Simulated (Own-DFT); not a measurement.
# Short bonds, stiff crystals?

The numbers are computed, not measured, by runs of the plane-wave DFT program Own-DFT (in-house, retired, unreviewed) at fixed positions, with no spin and no spin-orbit coupling.

Limits (not all hold for every row): forces on such cells moved up to 12 meV/angstrom on a denser k mesh; forces not confirmed at this smearing and k mesh; k mesh not checked against a denser one; forces on such cells passed a denser k mesh, each cell not checked; stress not checked against mesh or cutoff.

All runs are PBE with PseudoDojo norm-conserving files; cutoff and k mesh are each material's own. Every cell starts from measured lattice constants and was given uniform random strains and small random moves of its atoms. Each triple is the change of volume in per cent, the rms move u in Å and the pressure in GPa.

- wurtzite AlN (Al36N36), 10.45 Å³/atom unstrained: (-1.54, 0.048, 9.60); (-1.35, 0.050, 9.06); (-0.75, 0.051, 7.88); (-0.58, 0.047, 6.90); (0.50, 0.050, 4.20); (2.51, 0.051, 1.03); (3.07, 0.047, -1.13)
- wurtzite GaN (Ga36N36), 11.42 Å³/atom unstrained: (-1.88, 0.050, 11.80); (-1.63, 0.045, 10.97); (-1.10, 0.053, 10.33); (0.98, 0.049, 5.72); (1.12, 0.047, 5.50); (1.41, 0.052, 5.15); (3.43, 0.052, 1.49)
- diamond silicon (Si64), 20.02 Å³/atom unstrained: (-1.26, 0.047, 3.79); (-0.18, 0.052, 2.62); (1.28, 0.047, 1.30); (1.62, 0.051, 1.17); (1.77, 0.046, 0.95); (2.73, 0.048, 0.05); (2.84, 0.052, 0.01)
- zincblende GaP (Ga32P32), 20.24 Å³/atom unstrained: (-1.08, 0.050, 4.45); (0.46, 0.051, 2.84); (0.61, 0.048, 3.00); (1.12, 0.053, 2.50); (2.00, 0.051, 1.77); (2.85, 0.050, 0.88); (2.86, 0.048, 0.91)
- zincblende InP (In32P32), 25.27 Å³/atom unstrained: withheld
- grey tin (Sn64), 34.15 Å³/atom unstrained: (-2.54, 0.048, 5.07); (-1.82, 0.047, 4.70); (-1.73, 0.044, 4.51); (-1.56, 0.049, 4.47); (-1.44, 0.047, 4.35); (0.18, 0.045, 3.67); (1.17, 0.049, 3.18)

## Worked fit

Fit a line to each set against the fractional change of volume; B is minus its slope, and u is nearly the same within a set. To take it to zero pressure, assume that B rises by 4 GPa for each GPa: B0 = B - 4 x (mean pressure). The bond length of an ideal tetrahedral crystal with the unstrained volume v is d = (√3/4)(8 v)^(1/3). Cohen's empirical rule reads B0 = (1971 - 220 L) d^(-3.5) GPa, with L = 0 for group IV crystals and SiC and 1 for III-V compounds.

| material | L | d (Å) | B (GPa) | mean P (GPa) | B0 (GPa) | rule (GPa) |
|---|---|---|---|---|---|---|
| wurtzite AlN (Al36N36) | 1 | 1.893 | 222 ± 11 | 5.4 | 201 ± 11 | 188 |
| wurtzite GaN (Ga36N36) | 1 | 1.950 | 196 ± 5 | 7.3 | 167 ± 5 | 169 |
| diamond silicon (Si64) | 0 | 2.352 | 91 ± 2 | 1.4 | 85 ± 2 | 99 |
| zincblende GaP (Ga32P32) | 1 | 2.360 | 89 ± 3 | 2.3 | 79 ± 3 | 87 |
| zincblende InP (In32P32) | 1 | 2.541 | ? | ? | ? | 67 |
| grey tin (Sn64) | 0 | 2.810 | 49 ± 2 | 4.3 | 32 ± 2 | 53 |

A line through ln[B0/(1971 - 220 L)] against ln d has a slope of -4.8 ± 0.3 and a scatter of 9 %. Against the rule, B0 stands at 107 % for wurtzite AlN, 99 % for wurtzite GaN, 86 % for diamond silicon, 92 % for zincblende GaP, 60 % for grey tin. PBE tends to make silicon and heavier crystals too soft, and the rule itself is only a guide.

## Check

Question: what B0 does the fitted trend give for zincblende InP (In32P32)?

From the line: 50 GPa. Its own runs give B = 77 ± 5 GPa at a mean pressure of 4.8 GPa, so B0 = 58 GPa.
